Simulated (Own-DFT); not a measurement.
# One host, several defects: 2H SiC

Everything here is calculated. The program is Own-DFT (plane waves, in-house, since retired, never reviewed by a person); positions were held fixed, and spin and spin-orbit coupling were off.

Method: PBE; PseudoDojo norm-conserving scalar-relativistic files; cutoff 42 hartree; 4 x 4 x 3 k mesh centred on Gamma; Fermi-Dirac smearing of 0.1 eV.

Caveats (not all hold for every row): not probed for a lower state with spin; forces on such cells moved up to 12 meV/angstrom on a denser k mesh; forces on such cells passed a denser k mesh, each cell not checked; stress not checked against mesh or cutoff.

All runs share one cell, with vectors in Å (9.248, 0.000, 0.000); (-4.624, 8.009, 0.000); (0.000, 0.000, 10.068) and a volume of 745.7 Å³. u is the rms random offset of the atoms per axis. The defect's site can differ from row to row.

| cell | formula | u (Å) | P (GPa) |
|---|---|---|---|
| no defect | C36Si36 | 0.0330 | 4.03 |
| no defect | C36Si36 | 0.0564 | 5.76 |
| no defect | C36Si36 | 0.0581 | 6.13 |
| two Al on a Si site each | Al2C36Si34 | 0.0311 | 6.06 |
| two Al on a Si site each | Al2C36Si34 | 0.0316 | 6.03 |
| two Al on a Si site each | Al2C36Si34 | 0.0508 | 7.24 |
| one Si on a C site | C35Si37 | 0.0291 | 10.57 |
| one Si on a C site | C35Si37 | 0.0489 | 11.85 |
| one Si on a C site | C35Si37 | 0.0493 | 12.18 |
| one Al on a Si site and one N on a C site | AlC35NSi35 | 0.0280 | 3.87 |
| one Al on a Si site and one N on a C site | AlC35NSi35 | 0.0296 | 3.97 |
| one Al on a Si site and one N on a C site | AlC35NSi35 | 0.0511 | 5.38 |
| one C vacancy | C35Si36 | 0.0290 | 3.64 |
| one C vacancy | C35Si36 | 0.0297 | ? |
| one C vacancy | C35Si36 | 0.0317 | 3.71 |
| one C vacancy | C35Si36 | 0.0329 | 4.09 |

## Fit

P = P0 + c u² + a shift for each defect gives P0 = 3.14 GPa, c = 852 ± 43 GPa/Å² and a scatter of 0.13 GPa. The shifts, and each times the cell's volume:

- one Si on a C site: 6.79 ± 0.11 GPa, 31.6 eV
- two Al on a Si site each: 2.02 ± 0.11 GPa, 9.4 eV (4.7 eV for each of its 2 sites)
- one Al on a Si site and one N on a C site: 0.06 ± 0.11 GPa, 0.3 eV (not resolved)
- one C vacancy: -0.16 ± 0.12 GPa, -0.7 eV (not resolved)

Positive is outwards. The product with the volume (160.2 GPa Å³ to the eV) is nearly free of the cell's size; divided by the bulk modulus at the cell's pressure it gives the volume that the defect adds. The atoms around the defects weren't relaxed, which would change these numbers.

## Check

Q: what pressure belongs in the blank (one C vacancy, u = 0.0297 Å)?

The fitted form gives 3.73 ± 0.15 GPa. The hidden result is 3.82 GPa.
